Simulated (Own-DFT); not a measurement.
# Strain and stress in wurtzite GaN, 72 atoms (Ga36N36)

No measurement is shown. These are fixed-geometry runs of a retired plane-wave code named Own-DFT, which no person has reviewed; spin and spin-orbit coupling are neglected.

Settings: PBE; PseudoDojo norm-conserving scalar-relativistic files (stringent for Ga); cutoff 96 hartree; 4 x 4 x 3 k mesh centred on Gamma; Gaussian smearing of 0.01 eV.

Keep in mind: forces not confirmed at this smearing and k mesh; stress not checked against mesh or cutoff.

Unstrained cell vectors in Å: (9.567, 0.000, 0.000); (-4.783, 8.285, 0.000); (0.000, 0.000, 10.370). The unstrained cell has measured lattice constants (interpolated for alloys), not those of this functional. That, the random moves and any unrelaxed bonds set the pressure at no strain. Each run strains this cell uniformly, with the atoms carried along. Each atom got a random Gaussian move of width 0.05 Å along each axis. Stress is counted positive in tension, P = -(s_xx + s_yy + s_zz)/3, and strain components are those of the symmetric tensor.

```
run  e_xx (%)  e_yy (%)  e_zz (%)  e_yz (%)  e_xz (%)  e_xy (%)  s_xx (GPa)  s_yy (GPa)  s_zz (GPa)  s_yz (GPa)  s_xz (GPa)  s_xy (GPa)  P (GPa)  E (meV/atom)
  1     -1.89     -0.16     -1.27      1.09      1.55     -0.03      -15.34      -12.65      -14.63        2.45        3.26        0.91    14.20          29.1
  2      0.14     -1.74      1.00     -0.23     -0.28     -0.32       -8.39      -12.60       -4.84       -0.78       -1.09        0.04     8.61          16.6
  3     -1.19      1.23     -1.21      0.37     -1.37     -1.78      -12.39       -4.63      -12.90        0.46       -2.87       -5.93     9.97          22.6
  4      0.20     -0.72      1.70      1.90      0.42     -1.69       -4.58      -11.88       -0.26        4.85        0.89       -4.78     5.57          22.4
  5      1.74     -1.35      1.37      0.52     -1.58     -0.90        0.37       -9.79       -2.15        1.64       -3.06       -3.12     3.86           7.7
  6      0.87     -1.09      0.45     -1.51     -0.55     -1.29       -3.16      -10.17       -5.86       -3.52       -0.31       -2.07     6.40           3.9
  7     -1.75     -0.91      0.28     -0.80     -0.38      0.17      -14.99      -12.53       -8.32       -1.12        0.49        0.84    11.95          16.5
  8     -0.52      0.68      1.71      0.12     -0.82      1.95       -7.86       -5.25       -0.03        0.94       -1.49        6.43     4.38          19.3
  9      1.16     -0.13      1.06      0.50      1.40      1.18       -2.81       -5.84       -2.80        0.50        3.32        4.47     3.82          15.7
 10      1.97      1.51      0.56     -0.75     -0.69     -0.41        1.21        2.42       -3.54       -0.71       -1.41       -0.38    -0.03           0.0
 11      0.32      0.12      0.26     -0.63     -0.31     -1.84       -3.47       -7.93       -6.54       -1.76       -0.83       -4.53     5.98           3.2
 12      0.56     -0.09     -0.93      1.06     -0.83     -0.92       -6.63       -5.60      -13.56        2.29       -1.90       -1.96     8.59          19.1
 13     -0.52     -1.62     -0.71     -1.53     -0.14      1.37      -11.91      -14.62      -13.12       -3.37       -0.58        3.81    13.22          25.1
 14      1.04      1.60     -1.05     -1.60      0.14     -0.91       -2.43        0.42      -11.39       -3.49        0.31       -2.21     4.47           6.9
 15     -0.94      1.74     -0.92     -0.76     -0.33     -1.21           ?           ?           ?           ?           ?           ?        ?             ?
```

The last column gives the free energy per atom over the lowest of the runs shown.

## Fit

Each stress component was fitted by least squares to a constant and the strains of the runs shown, as fractions, with shears doubled. Shear strains stay in the fit of a normal stress only where such slopes are resolved. The slopes, in GPa:

| stress | at no strain | per e_xx | per e_yy | per e_zz | scatter |
|---|---|---|---|---|---|
| s_xx | -7.3 | 397 ± 29 | 75 ± 30 | 86 ± 34 | 1.13 |
| s_yy | -7.4 | 179 ± 30 | 379 ± 32 | -8 ± 35 | 1.18 |
| s_zz | -8.1 | 32 ± 13 | 83 ± 13 | 479 ± 15 | 0.49 |

The slope of each shear stress on twice its own strain, from a fit on all six strains: yz 112 ± 8, xz 106 ± 9, xy 143 ± 10 GPa. These are stiffnesses along x, y and z of the frame in which the cell vectors are given, with the crystal's c axis along z: C11, C12, C13 and C33. Hexagonal symmetry asks that xx and yy behave alike, which is a second check on the noise. No internal relaxation is included, and where it is allowed it would reduce some of the slopes. Slopes across the diagonal should nearly agree, so their difference gauges the noise. A ninth of the table's sum, 189 ± 4 GPa, estimates the bulk modulus near the mean pressure of these runs, 7.2 GPa, so it lies above the value at zero pressure.

## Withheld run

The question: what normal stresses and pressure should run 15 give?

Estimate: s_xx = -10.5, s_yy = -2.5, s_zz = -11.4 and P = 8.1 GPa. Computed: -9.07, -2.10, -10.62 and P = 7.26 GPa.
